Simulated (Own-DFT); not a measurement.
# Which defects push the lattice out? C40 NbSi2

Calculated, not measured: single-point runs of Own-DFT, a retired in-house plane-wave DFT program that no person has reviewed, on unrelaxed cells, without spin or spin-orbit coupling.

Settings: PBE; PseudoDojo norm-conserving scalar-relativistic files; cutoff 42 hartree; 4 x 4 x 5 k mesh centred on Gamma; cold (Marzari-Vanderbilt) smearing of 0.2 eV.

Known weak points: forces on such cells failed a check on a denser k mesh; stress not checked against mesh or cutoff.

All runs share one cell, with vectors in Å (0.000, 8.324, 0.000); (-9.613, 0.000, 0.000); (0.000, 0.000, 6.586) and a volume of 527.0 Å³. Atoms were moved at random from their sites; u is the rms move along one axis. The defect's site can differ from row to row.

| cell | formula | u (Å) | P (GPa) |
|---|---|---|---|
| no defect | Nb12Si24 | 0.0193 | 1.52 |
| no defect | Nb12Si24 | 0.0194 | 1.49 |
| no defect | Nb12Si24 | 0.0499 | 2.57 |
| two Nb on a Si site each | Nb14Si22 | 0.0287 | 7.40 |
| two Nb on a Si site each | Nb14Si22 | 0.0316 | 7.57 |
| two Nb on a Si site each | Nb14Si22 | 0.0465 | 8.68 |
| two Nb vacancies | Nb10Si24 | 0.0240 | -0.38 |
| two Nb vacancies | Nb10Si24 | 0.0322 | 0.06 |
| two Nb vacancies | Nb10Si24 | 0.0535 | 0.76 |
| one Si vacancy | Nb12Si23 | 0.0325 | 1.27 |
| one Si vacancy | Nb12Si23 | 0.0469 | 1.46 |
| one Si vacancy | Nb12Si23 | 0.0517 | 1.78 |
| two Si on a Nb site each | Nb10Si26 | 0.0302 | 1.56 |
| two Si on a Nb site each | Nb10Si26 | 0.0315 | 1.60 |
| two Si on a Nb site each | Nb10Si26 | 0.0486 | 2.02 |
| two Si on a Nb site each | Nb10Si26 | 0.0541 | ? |

## Analysis

P = P0 + c u² + a shift for each defect gives P0 = 1.34 GPa, c = 486 ± 65 GPa/Å² and a scatter of 0.20 GPa. The shifts, and each times the cell's volume:

- two Nb on a Si site each: 5.90 ± 0.17 GPa, 19.4 eV (9.7 eV for each of its 2 sites)
- two Si on a Nb site each: -0.30 ± 0.17 GPa, -1.0 eV (-0.5 eV for each of its 2 sites) (not resolved)
- one Si vacancy: -0.79 ± 0.18 GPa, -2.6 eV
- two Nb vacancies: -1.91 ± 0.17 GPa, -6.3 eV (-3.1 eV for each of its 2 sites)

A positive shift means that the defect pushes the cell outwards. Shift times volume (160.2 GPa Å³ is 1 eV) depends little on the cell's size, so, taken for each site, it can be compared between cells at like pressure. The atoms around the defects weren't relaxed, which would change these numbers.

## Prediction

Question: what pressure belongs in the blank (two Si on a Nb site each, u = 0.0541 Å)?

From the fit: 2.45 ± 0.25 GPa. The calculation gave 2.69 GPa.
